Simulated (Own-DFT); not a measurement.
HfO2 (monoclinic hafnia, atoms displaced) (calculated)

A calculation, not a measurement: plane-wave density functional theory by an unreviewed code, no spin, of a simulated periodic cell, stress positive in tension, run twice, with PBE and with PBEsol, both on files made for PBE, so the change isn't that of files made for PBEsol, hafnium file: forces about 75 meV/angstrom off all-electron values; oxygen file: force components 24 meV/angstrom off all-electron in one glass; forces on such cells passed a denser k mesh, this cell's mesh not checked; the far tail of each file's local potential was reset to the Coulomb form; each entry is a single point on an unrelaxed cell, so the pressure reflects the starting lattice, mostly measured values (interpolated for alloys), from which strain is counted, and rises with the displacements; printed positions are rounded, which can move forces by about a meV/angstrom; the program, named Own-DFT, is a retired in-house code; no spin-orbit coupling; stress was not checked against mesh or cutoff. Program: Own-DFT development build.

Settings shared by all entries: functional PBE, then PBEsol; potential files PseudoDojo norm-conserving, scalar-relativistic, standard set; wave cutoff 72 hartree; occupations Fermi-Dirac; smearing width 0.1 eV; k mesh 2 x 2 x 2 centred on Gamma.

```json
{"entry": 1, "formula": "HfO2", "kind": "monoclinic hafnia, atoms displaced", "structure": {"cell_angstrom": [[10.234, 0.0, 0.0], [0.0, 10.35, 0.0], [-1.6955, 0.0, 10.4453]], "atoms_fractional": [["Hf", 0.13553, 0.02777, 0.1255], ["Hf", 0.36949, 0.25877, 0.16035], ["Hf", 0.35808, 0.46769, 0.38974], ["Hf", 0.14094, 0.22645, 0.35003], ["O", 0.03991, 0.15765, 0.16128], ["O", 0.47244, 0.41024, 0.07794], ["O", 0.45287, 0.31757, 0.33971], ["O", 0.04176, 0.08323, 0.41784], ["O", 0.20733, 0.39511, 0.24267], ["O", 0.27289, 0.11427, 0.9988], ["O", 0.2766, 0.11457, 0.27123], ["O", 0.22985, 0.35951, 0.46996], ["Hf", 0.15526, 0.0385, 0.60121], ["Hf", 0.34752, 0.26567, 0.63071], ["Hf", 0.36775, 0.46576, 0.91259], ["Hf", 0.14018, 0.26312, 0.8489], ["O", 0.03102, 0.17413, 0.68229], ["O", 0.46012, 0.42119, 0.5761], ["O", 0.47525, 0.33183, 0.83478], ["O", 0.03585, 0.07257, 0.89838], ["O", 0.22974, 0.37601, 0.76702], ["O", 0.29092, 0.13223, 0.49491], ["O", 0.24662, 0.1033, 0.74815], ["O", 0.22348, 0.36874, 0.00699], ["Hf", 0.13503, 0.52005, 0.12138], ["Hf", 0.34967, 0.77027, 0.15287], ["Hf", 0.34485, 0.9629, 0.38663], ["Hf", 0.14074, 0.70885, 0.35857], ["O", 0.04484, 0.64448, 0.16196], ["O", 0.47532, 0.91001, 0.0754], ["O", 0.46475, 0.85222, 0.33987], ["O", 0.01984, 0.58709, 0.42032], ["O", 0.23293, 0.87678, 0.24677], ["O", 0.25534, 0.64272, 0.00681], ["O", 0.27752, 0.62965, 0.2717], ["O", 0.21196, 0.88844, 0.49526], ["Hf", 0.13269, 0.52309, 0.58544], ["Hf", 0.34956, 0.7759, 0.6524], ["Hf", 0.36687, 0.99758, 0.89124], ["Hf", 0.13543, 0.72652, 0.83099], ["O", 0.03579, 0.67805, 0.68678], ["O", 0.47034, 0.93588, 0.58371], ["O", 0.46852, 0.82384, 0.8193], ["O", 0.02691, 0.59103, 0.92469], ["O", 0.20977, 0.86694, 0.73132], ["O", 0.26006, 0.62966, 0.51143], ["O", 0.27754, 0.65162, 0.76042], ["O", 0.24983, 0.87312, 0.00137], ["Hf", 0.63795, 0.99283, 0.11141], ["Hf", 0.85418, 0.26786, 0.16429], ["Hf", 0.87997, 0.47677, 0.39389], ["Hf", 0.61552, 0.22561, 0.3587], ["O", 0.53655, 0.16336, 0.15742], ["O", 0.98335, 0.41914, 0.06856], ["O", 0.9648, 0.36238, 0.31789], ["O", 0.54593, 0.0827, 0.42828], ["O", 0.71856, 0.38494, 0.25], ["O", 0.7465, 0.11462, 0.00564], ["O", 0.77823, 0.12754, 0.2502], ["O", 0.7362, 0.37034, 0.50247], ["Hf", 0.63261, 0.0013, 0.60758], ["Hf", 0.85007, 0.2676, 0.64713], ["Hf", 0.86755, 0.48965, 0.89304], ["Hf", 0.63016, 0.24002, 0.86245], ["O", 0.55281, 0.16983, 0.69734], ["O", 0.96457, 0.42271, 0.58691], ["O", 0.96195, 0.3584, 0.83447], ["O", 0.52708, 0.093, 0.93335], ["O", 0.72752, 0.37488, 0.74657], ["O", 0.75802, 0.13454, 0.51576], ["O", 0.77112, 0.13774, 0.76497], ["O", 0.73641, 0.37351, 0.00529], ["Hf", 0.652, 0.511, 0.10131], ["Hf", 0.86052, 0.7804, 0.15343], ["Hf", 0.87551, 0.97365, 0.4152], ["Hf", 0.63958, 0.72051, 0.34747], ["O", 0.56037, 0.67965, 0.18946], ["O", 0.95552, 0.88886, 0.06473], ["O", 0.94926, 0.83167, 0.32333], ["O", 0.55116, 0.59942, 0.42233], ["O", 0.73612, 0.89012, 0.24806], ["O", 0.77747, 0.64581, 0.01519], ["O", 0.77684, 0.63293, 0.25719], ["O", 0.70754, 0.87148, 0.48203], ["Hf", 0.63309, 0.50452, 0.6155], ["Hf", 0.87639, 0.75679, 0.63556], ["Hf", 0.87616, 0.97406, 0.91108], ["Hf", 0.63002, 0.73024, 0.85884], ["O", 0.52218, 0.6495, 0.6769], ["O", 0.94307, 0.93123, 0.59595], ["O", 0.95189, 0.82447, 0.81605], ["O", 0.522, 0.59069, 0.92966], ["O", 0.72081, 0.87959, 0.72741], ["O", 0.78684, 0.61938, 0.49395], ["O", 0.77616, 0.61044, 0.76774], ["O", 0.71457, 0.85868, 0.97317]]}, "results": {"PBE_pressure [GPa]": 18.29, "PBE_stress_xx [GPa]": -19.84, "PBE_stress_yy [GPa]": -18.38, "PBE_stress_zz [GPa]": -16.65, "PBE_stress_yz [GPa]": -0.72, "PBE_stress_xz [GPa]": -2.24, "PBE_stress_xy [GPa]": 1.01, "PBEsol_pressure [GPa]": 11.76, "PBEsol_stress_xx [GPa]": -13.27, "PBEsol_stress_yy [GPa]": -11.93, "PBEsol_stress_zz [GPa]": -10.09, "PBEsol_stress_yz [GPa]": -0.72, "PBEsol_stress_xz [GPa]": -1.91, "PBEsol_stress_xy [GPa]": 1.02, "force_element": ["Hf", "Hf", "Hf", "Hf", "O", "O", "O", "O", "O", "O", "O", "O", "Hf", "Hf", "Hf", "Hf", "O", "O", "O", "O", "O", "O", "O", "O", "Hf", "Hf", "Hf", "Hf", "O", "O", "O", "O", "O", "O", "O", "O", "Hf", "Hf", "Hf", "Hf", "O", "O", "O", "O", "O", "O", "O", "O", "Hf", "Hf", "Hf", "Hf", "O", "O", "O", "O", "O", "O", "O", "O", "Hf", "Hf", "Hf", "Hf", "O", "O", "O", "O", "O", "O", "O", "O", "Hf", "Hf", "Hf", "Hf", "O", "O", "O", "O", "O", "O", "O", "O", "Hf", "Hf", "Hf", "Hf", "O", "O", "O", "O", "O", "O", "O", "O"], "PBE_force_x [eV/angstrom]": [4.741, 0.433, 2.588, -1.302, -4.44, -0.789, -2.082, 0.381, 2.677, -0.716, -0.252, -1.656, -6.008, 5.016, 0.574, -7.167, 0.865, -2.865, -5.329, 0.2, 3.671, -1.21, 4.734, 1.713, 5.528, 3.709, 3.189, -1.382, -7.412, -2.136, 1.958, 5.117, -4.117, 1.837, 1.348, 0.453, -2.337, 4.241, -0.041, -0.753, 1.768, -7.718, -2.883, 1.53, 0.491, 1.3, 1.4, -1.539, 1.187, -0.86, -13.39, 7.101, -1.838, -3.231, 6.552, -3.353, 0.416, 3.007, -0.003, -1.619, 5.636, -0.726, -1.465, 5.762, -4.45, 2.738, 4.01, -1.325, -1.467, 2.301, 1.56, -0.064, -0.206, -3.29, -4.554, 3.68, -4.624, 4.946, 4.457, -5.651, -0.165, -0.635, 2.458, 1.955, 2.642, -8.006, -1.848, 2.082, 0.123, 2.581, 0.337, 0.217, 0.561, 0.131, -1.151, 0.152], "PBE_force_y [eV/angstrom]": [-7.011, -0.291, 4.076, -0.145, 5.587, -0.835, 1.456, 1.377, -4.335, 2.842, 1.77, 1.708, -4.007, 0.127, 3.371, -7.07, 0.613, -2.206, 3.157, 0.63, 4.075, 0.847, 4.098, -0.785, -3.753, 0.096, 3.156, 4.62, 10.24, -1.553, -3.072, 3.009, -0.673, -2.045, -1.335, -2.812, -0.921, 0.503, -3.548, 3.434, -6.862, -3.651, 3.186, 0.929, 3.59, 0.031, -5.923, 0.581, 3.715, 0.626, 2.597, -1.46, 1.202, -2.917, -7.698, -0.83, -0.457, 0.676, -0.293, 0.309, 4.293, -2.03, 1.301, -4.147, 0.02, 0.741, -4.348, -0.376, 0.993, -0.251, -1.093, -0.216, 3.701, -4.882, 1.137, 4.844, -1.67, 3.287, -0.884, -5.876, -0.626, -2.72, -2.768, -0.081, 3.469, 2.993, 1.708, -2.36, 0.06, 0.44, 0.501, -1.228, -2.342, 1.147, 2.032, 3.477], "PBE_force_z [eV/angstrom]": [-7.507, -4.912, 0.574, -1.038, 2.692, 1.806, -0.743, -0.327, 3.911, 2.866, -2.265, 3.264, -1.07, 3.776, 0.429, 3.983, -2.244, -0.732, -1.358, 2.575, -6.129, 1.72, 3.228, -0.185, -9.429, -4.053, 4.991, -2.119, 5.999, 0.273, -1.807, 1.489, -1.099, 1.636, 0.813, -1.26, 4.686, -0.256, 1.901, 12.44, -8.264, -0.794, 0.084, -0.986, -0.83, -1.066, -0.942, -0.354, -2.386, -3.985, 2.698, 1.114, 2.367, 1.476, -2.864, -1.794, -0.258, 1.378, 2.409, -1.609, 0.917, 1.625, 3.506, 1.584, -4.353, -0.944, -2.3, -1.108, -0.203, -0.985, 0.625, -0.035, 0.699, -1.186, -0.606, 4.786, -6.896, 1.546, 2.631, 2.282, 0.017, 0.123, -0.093, -0.112, -0.363, 0.522, -5.997, -2.503, -0.692, -1.574, 1.024, 0.901, 2.008, 2.519, -2.811, 3.525], "PBEsol_force_x [eV/angstrom]": [4.72, 0.482, 2.455, -1.2, -4.307, -0.78, -2.049, 0.414, 2.656, -0.71, -0.333, -1.527, -5.839, 4.913, 0.618, -7.009, 0.86, -2.809, -5.215, 0.139, 3.625, -1.272, 4.585, 1.73, 5.416, 3.553, 3.086, -1.299, -7.241, -2.076, 1.861, 5.057, -3.932, 1.732, 1.217, 0.531, -2.344, 4.088, -0.06, -0.708, 1.71, -7.518, -2.813, 1.473, 0.546, 1.162, 1.316, -1.399, 1.18, -0.92, -13.14, 6.935, -1.848, -3.123, 6.389, -3.234, 0.508, 2.845, -0.041, -1.528, 5.549, -0.784, -1.402, 5.642, -4.318, 2.687, 3.932, -1.306, -1.38, 2.176, 1.464, -0.046, -0.162, -3.285, -4.452, 3.634, -4.479, 4.764, 4.291, -5.471, -0.094, -0.687, 2.325, 1.955, 2.578, -7.819, -1.758, 2.02, 0.142, 2.489, 0.33, 0.23, 0.575, 0.11, -1.158, 0.182], "PBEsol_force_y [eV/angstrom]": [-6.815, -0.262, 3.889, -0.205, 5.457, -0.812, 1.406, 1.345, -4.226, 2.726, 1.727, 1.656, -3.926, 0.159, 3.217, -6.918, 0.616, -2.158, 3.076, 0.587, 3.919, 0.844, 4.009, -0.761, -3.7, 0.175, 3.07, 4.424, 10.03, -1.478, -2.991, 2.911, -0.643, -1.975, -1.291, -2.7, -0.819, 0.49, -3.447, 3.332, -6.679, -3.555, 3.051, 0.874, 3.458, 0.033, -5.678, 0.564, 3.681, 0.66, 2.55, -1.5, 1.2, -2.765, -7.57, -0.794, -0.447, 0.642, -0.237, 0.3, 4.215, -1.964, 1.249, -4.137, 0.049, 0.763, -4.243, -0.395, 0.963, -0.23, -0.999, -0.182, 3.627, -4.744, 1.031, 4.676, -1.611, 3.246, -0.861, -5.737, -0.632, -2.653, -2.682, -0.037, 3.408, 3.017, 1.605, -2.342, 0.06, 0.368, 0.473, -1.233, -2.276, 1.128, 1.959, 3.39], "PBEsol_force_z [eV/angstrom]": [-7.338, -4.783, 0.581, -1.004, 2.721, 1.675, -0.793, -0.271, 3.86, 2.792, -2.203, 3.161, -1.076, 3.654, 0.491, 3.857, -2.128, -0.774, -1.325, 2.558, -5.932, 1.695, 3.141, -0.229, -9.276, -3.967, 4.878, -2.08, 5.926, 0.237, -1.79, 1.506, -1.067, 1.619, 0.802, -1.209, 4.492, -0.136, 1.96, 12.13, -8.056, -0.838, 0.018, -0.948, -0.834, -1.073, -0.964, -0.282, -2.383, -3.828, 2.692, 1.094, 2.364, 1.418, -2.856, -1.72, -0.308, 1.336, 2.298, -1.513, 0.859, 1.609, 3.438, 1.481, -4.186, -1.013, -2.269, -1.046, -0.233, -0.938, 0.563, 0.004, 0.671, -1.134, -0.57, 4.675, -6.664, 1.467, 2.52, 2.251, -0.021, 0.131, -0.09, -0.112, -0.348, 0.59, -5.841, -2.443, -0.631, -1.649, 0.921, 0.9, 1.936, 2.439, -2.712, 3.471], "rms_change_of_force_components_from_PBE_to_PBEsol [eV/angstrom]": 0.093}}
{"entry": 2, "formula": "HfO2", "kind": "monoclinic hafnia, atoms displaced", "structure": {"cell_angstrom": [[10.234, 0.0, 0.0], [0.0, 10.35, 0.0], [-1.6955, 0.0, 10.4453]], "atoms_fractional": [["Hf", 0.13498, 0.01581, 0.09902], ["Hf", 0.37941, 0.27385, 0.17031], ["Hf", 0.36059, 0.49248, 0.39017], ["Hf", 0.12201, 0.23406, 0.36606], ["O", 0.01526, 0.15717, 0.15984], ["O", 0.46335, 0.39076, 0.06938], ["O", 0.45471, 0.32521, 0.31949], ["O", 0.0474, 0.07956, 0.43962], ["O", 0.21081, 0.37826, 0.22853], ["O", 0.26215, 0.11842, 0.98771], ["O", 0.26876, 0.13696, 0.25142], ["O", 0.2106, 0.37558, 0.48897], ["Hf", 0.13193, 0.01154, 0.60836], ["Hf", 0.36052, 0.27259, 0.63753], ["Hf", 0.33785, 0.48986, 0.89352], ["Hf", 0.16146, 0.23372, 0.85646], ["O", 0.03342, 0.16588, 0.65324], ["O", 0.47262, 0.4203, 0.56327], ["O", 0.45727, 0.33155, 0.82165], ["O", 0.03061, 0.08871, 0.92876], ["O", 0.24375, 0.36225, 0.74187], ["O", 0.28407, 0.12777, 0.51134], ["O", 0.27031, 0.09475, 0.75672], ["O", 0.22098, 0.3647, 0.98806], ["Hf", 0.13895, 0.53544, 0.085], ["Hf", 0.3792, 0.77073, 0.16], ["Hf", 0.3742, 0.9858, 0.39917], ["Hf", 0.15051, 0.74377, 0.35729], ["O", 0.03113, 0.68088, 0.16876], ["O", 0.44677, 0.92121, 0.08433], ["O", 0.45356, 0.82898, 0.31195], ["O", 0.04689, 0.56073, 0.42601], ["O", 0.22873, 0.86929, 0.22508], ["O", 0.27843, 0.63763, 0.0171], ["O", 0.26318, 0.63835, 0.25318], ["O", 0.22891, 0.87727, 0.46743], ["Hf", 0.14836, 0.51984, 0.58565], ["Hf", 0.36725, 0.7792, 0.64387], ["Hf", 0.35499, 0.98593, 0.88308], ["Hf", 0.13139, 0.72804, 0.84495], ["O", 0.04034, 0.67305, 0.67411], ["O", 0.47822, 0.91424, 0.5813], ["O", 0.46394, 0.82447, 0.82521], ["O", 0.02309, 0.55825, 0.92041], ["O", 0.23291, 0.85904, 0.75878], ["O", 0.29943, 0.63094, 0.52095], ["O", 0.27741, 0.61743, 0.77017], ["O", 0.22224, 0.88551, 0.01478], ["Hf", 0.64969, 0.00578, 0.10015], ["Hf", 0.85442, 0.2724, 0.15441], ["Hf", 0.86903, 0.48782, 0.38579], ["Hf", 0.65729, 0.22206, 0.34359], ["O", 0.55663, 0.17608, 0.16753], ["O", 0.98941, 0.414, 0.0868], ["O", 0.9754, 0.34321, 0.31704], ["O", 0.52451, 0.09281, 0.43905], ["O", 0.70534, 0.37514, 0.23582], ["O", 0.76156, 0.08012, 0.00992], ["O", 0.76101, 0.13145, 0.24507], ["O", 0.74191, 0.36586, 0.49402], ["Hf", 0.64749, 0.01573, 0.61224], ["Hf", 0.85552, 0.27975, 0.65138], ["Hf", 0.85824, 0.4804, 0.89803], ["Hf", 0.63437, 0.23936, 0.84175], ["O", 0.52908, 0.17653, 0.65882], ["O", 0.97347, 0.40095, 0.5936], ["O", 0.97341, 0.3431, 0.81372], ["O", 0.51593, 0.08426, 0.92439], ["O", 0.73896, 0.37135, 0.75262], ["O", 0.77808, 0.12438, 0.52561], ["O", 0.75273, 0.10713, 0.77161], ["O", 0.72664, 0.34525, 0.98536], ["Hf", 0.63633, 0.52032, 0.10024], ["Hf", 0.86891, 0.7655, 0.13308], ["Hf", 0.86092, 0.99011, 0.4154], ["Hf", 0.64184, 0.73523, 0.33589], ["O", 0.54551, 0.66354, 0.16722], ["O", 0.95383, 0.91445, 0.07384], ["O", 0.95682, 0.84489, 0.32617], ["O", 0.52634, 0.59703, 0.4232], ["O", 0.72619, 0.88316, 0.24874], ["O", 0.77686, 0.64452, 0.01754], ["O", 0.77788, 0.63742, 0.25361], ["O", 0.72303, 0.87415, 0.49692], ["Hf", 0.64296, 0.51402, 0.6041], ["Hf", 0.85375, 0.77039, 0.63743], ["Hf", 0.85323, 0.98603, 0.88846], ["Hf", 0.64863, 0.73394, 0.8611], ["O", 0.53118, 0.67219, 0.67897], ["O", 0.94981, 0.91093, 0.57504], ["O", 0.97026, 0.83115, 0.82478], ["O", 0.53893, 0.57903, 0.91466], ["O", 0.73824, 0.89395, 0.74515], ["O", 0.74913, 0.62979, 0.51347], ["O", 0.77949, 0.61234, 0.76106], ["O", 0.71696, 0.87643, 0.9944]]}, "results": {"PBE_pressure [GPa]": 14.16, "PBE_stress_xx [GPa]": -13.01, "PBE_stress_yy [GPa]": -13.73, "PBE_stress_zz [GPa]": -15.76, "PBE_stress_yz [GPa]": -0.48, "PBE_stress_xz [GPa]": -0.99, "PBE_stress_xy [GPa]": 0.07, "PBEsol_pressure [GPa]": 7.65, "PBEsol_stress_xx [GPa]": -6.46, "PBEsol_stress_yy [GPa]": -7.27, "PBEsol_stress_zz [GPa]": -9.22, "PBEsol_stress_yz [GPa]": -0.44, "PBEsol_stress_xz [GPa]": -0.67, "PBEsol_stress_xy [GPa]": 0.07, "force_element": ["Hf", "Hf", "Hf", "Hf", "O", "O", "O", "O", "O", "O", "O", "O", "Hf", "Hf", "Hf", "Hf", "O", "O", "O", "O", "O", "O", "O", "O", "Hf", "Hf", "Hf", "Hf", "O", "O", "O", "O", "O", "O", "O", "O", "Hf", "Hf", "Hf", "Hf", "O", "O", "O", "O", "O", "O", "O", "O", "Hf", "Hf", "Hf", "Hf", "O", "O", "O", "O", "O", "O", "O", "O", "Hf", "Hf", "Hf", "Hf", "O", "O", "O", "O", "O", "O", "O", "O", "Hf", "Hf", "Hf", "Hf", "O", "O", "O", "O", "O", "O", "O", "O", "Hf", "Hf", "Hf", "Hf", "O", "O", "O", "O", "O", "O", "O", "O"], "PBE_force_x [eV/angstrom]": [-0.212, -4.266, 0.489, 4.961, -1.563, 2.59, 3.227, -1.987, 1.168, 1.076, -0.855, 1.916, 0.528, 2.051, 4.64, -4.091, 0.213, -1.598, 1.376, -1.175, -2.67, -0.956, -0.976, 0.205, -1.169, -4.382, -1.63, -2.523, 2.307, 2.97, 3.887, -0.559, -2.188, 0.398, 0.882, -0.08, -1.653, 1.492, 1.289, 0.15, -0.52, -1.179, 1.081, 3.489, -1.077, -1.982, -0.76, 0.44, -8.07, 4.163, -1.305, -6.121, -2.033, -4.469, -4.178, 3.227, 1.9, 4.115, 4.767, -0.968, -2.752, 3.831, 0.305, -4.605, 1.48, 1.648, -0.373, 2.48, -2.523, 0.259, 0.776, 1.083, -1.785, -0.069, 1.218, -0.687, -0.154, 1.065, 1.439, 0.185, -0.497, -1.191, 0.715, -0.668, -2.458, 0.213, 4.61, -3.172, 2.124, 2.675, -1.367, 0.386, -0.914, 3.412, -0.502, 0.013], "PBE_force_y [eV/angstrom]": [1.346, -4.094, -1.106, -2.218, 1.483, 4.653, 3.595, -0.195, 1.758, 1.21, -2.496, -0.623, 1.76, -0.552, -3.614, -1.829, -0.952, -1.065, 0.417, 0.253, 2.334, -0.175, 3.641, 2.264, -2.817, 0.409, 1.091, -0.205, -2.274, 0.772, 2.031, 2.971, 1.219, -0.873, -2.799, 0.874, -0.636, -1.061, -3.539, 1.15, -1.081, -0.173, 0.668, 4.375, 0.901, -0.43, 0.513, -3.422, 0.346, -0.932, -0.913, 1.535, -0.719, -0.841, 1.679, 0.961, 2.042, 7.411, -2.562, 1.27, 2.109, -2.679, -3.292, -2.706, -0.684, 3.326, -0.471, 1.182, 1.665, 0.305, 3.537, 2.061, -1.417, 4.791, -2.15, 0.451, -0.56, 0.58, -0.76, -0.468, 0.36, -4.431, -3.263, -0.367, 1.247, -1.609, -0.912, -0.405, -1.464, 0.844, 0.2, -0.368, -4.591, 0.721, 1.093, -4.61], "PBE_force_z [eV/angstrom]": [0.423, -7.89, -0.858, -3.017, 2.476, -1.098, 8.021, -2.12, 1.597, 1.675, 1.69, -0.415, 1.221, -0.25, 1.895, -0.489, 1.396, 0.224, 0.049, -2.248, -0.762, 0.135, -4.038, -0.159, 5.249, -8.648, -2.007, -4.246, 0.196, -0.307, 7.701, -2.525, 3.744, -2.379, 2.008, 3.888, 5.773, 2.237, 6.591, 2.469, -2.465, -0.761, 0.745, -1.74, -3.212, -1.497, -2.739, -4.857, 2.327, -3.951, 1.675, 2.652, 0.599, -0.585, 0.574, -1.621, 0.87, -1.63, 2.255, -1.513, -0.783, 0.272, 0.616, 1.472, 0.882, -2.962, 1.775, -0.801, -1.388, -1.54, -1.963, 2.181, -2.136, 3.716, -3.659, 3.081, 0.09, -0.587, 1.368, -1.165, 0.212, -3.08, 1.708, -1.054, 0.516, 2.695, 3.804, -1.625, -0.687, 1.067, -0.324, 1.401, -1.111, -1.675, -0.138, -2.508], "PBEsol_force_x [eV/angstrom]": [-0.186, -4.144, 0.507, 4.864, -1.549, 2.529, 3.139, -1.939, 1.186, 0.971, -0.871, 1.876, 0.485, 2.024, 4.516, -3.95, 0.236, -1.575, 1.347, -1.137, -2.545, -0.96, -1.016, 0.239, -1.177, -4.321, -1.597, -2.385, 2.248, 2.872, 3.794, -0.568, -2.09, 0.31, 0.809, -0.026, -1.616, 1.52, 1.228, 0.155, -0.504, -1.169, 1.051, 3.394, -0.985, -1.974, -0.795, 0.478, -7.846, 4.1, -1.234, -5.965, -1.962, -4.355, -4.086, 3.132, 1.903, 4.002, 4.572, -0.885, -2.663, 3.791, 0.343, -4.49, 1.434, 1.58, -0.415, 2.404, -2.399, 0.217, 0.686, 1.097, -1.766, -0.064, 1.199, -0.646, -0.117, 1.021, 1.394, 0.161, -0.457, -1.233, 0.626, -0.564, -2.397, 0.205, 4.452, -3.129, 2.055, 2.577, -1.329, 0.401, -0.832, 3.26, -0.55, 0.073], "PBEsol_force_y [eV/angstrom]": [1.324, -3.947, -1.074, -2.178, 1.49, 4.554, 3.504, -0.201, 1.712, 1.134, -2.409, -0.581, 1.87, -0.509, -3.575, -1.81, -0.964, -1.001, 0.361, 0.184, 2.249, -0.173, 3.555, 2.244, -2.764, 0.491, 1.043, -0.176, -2.183, 0.71, 1.957, 2.828, 1.139, -0.914, -2.683, 0.842, -0.63, -1.035, -3.448, 1.135, -1.012, -0.15, 0.624, 4.229, 0.858, -0.446, 0.495, -3.289, 0.373, -0.895, -0.955, 1.499, -0.66, -0.79, 1.634, 0.877, 1.923, 7.17, -2.444, 1.245, 2.098, -2.526, -3.259, -2.651, -0.648, 3.221, -0.453, 1.098, 1.604, 0.259, 3.42, 2.013, -1.307, 4.718, -2.204, 0.399, -0.532, 0.57, -0.747, -0.502, 0.327, -4.311, -3.167, -0.327, 1.287, -1.487, -0.911, -0.454, -1.388, 0.852, 0.155, -0.331, -4.461, 0.711, 1.052, -4.48], "PBEsol_force_z [eV/angstrom]": [0.335, -7.671, -0.758, -2.969, 2.44, -1.056, 7.774, -1.978, 1.556, 1.547, 1.649, -0.396, 1.145, -0.212, 1.843, -0.463, 1.37, 0.174, -0.017, -2.117, -0.697, 0.145, -3.916, -0.223, 5.119, -8.444, -1.888, -4.238, 0.206, -0.329, 7.47, -2.389, 3.66, -2.349, 1.975, 3.766, 5.562, 2.25, 6.484, 2.293, -2.313, -0.787, 0.636, -1.621, -3.117, -1.471, -2.642, -4.693, 2.262, -3.81, 1.662, 2.483, 0.681, -0.604, 0.531, -1.53, 0.834, -1.622, 2.176, -1.439, -0.782, 0.25, 0.557, 1.397, 0.904, -2.903, 1.675, -0.755, -1.344, -1.508, -1.927, 2.111, -2.095, 3.664, -3.485, 2.951, 0.162, -0.615, 1.302, -1.097, 0.199, -3.01, 1.659, -0.981, 0.451, 2.659, 3.765, -1.592, -0.632, 0.985, -0.382, 1.439, -1.097, -1.616, -0.122, -2.457], "rms_change_of_force_components_from_PBE_to_PBEsol [eV/angstrom]": 0.081}}
```
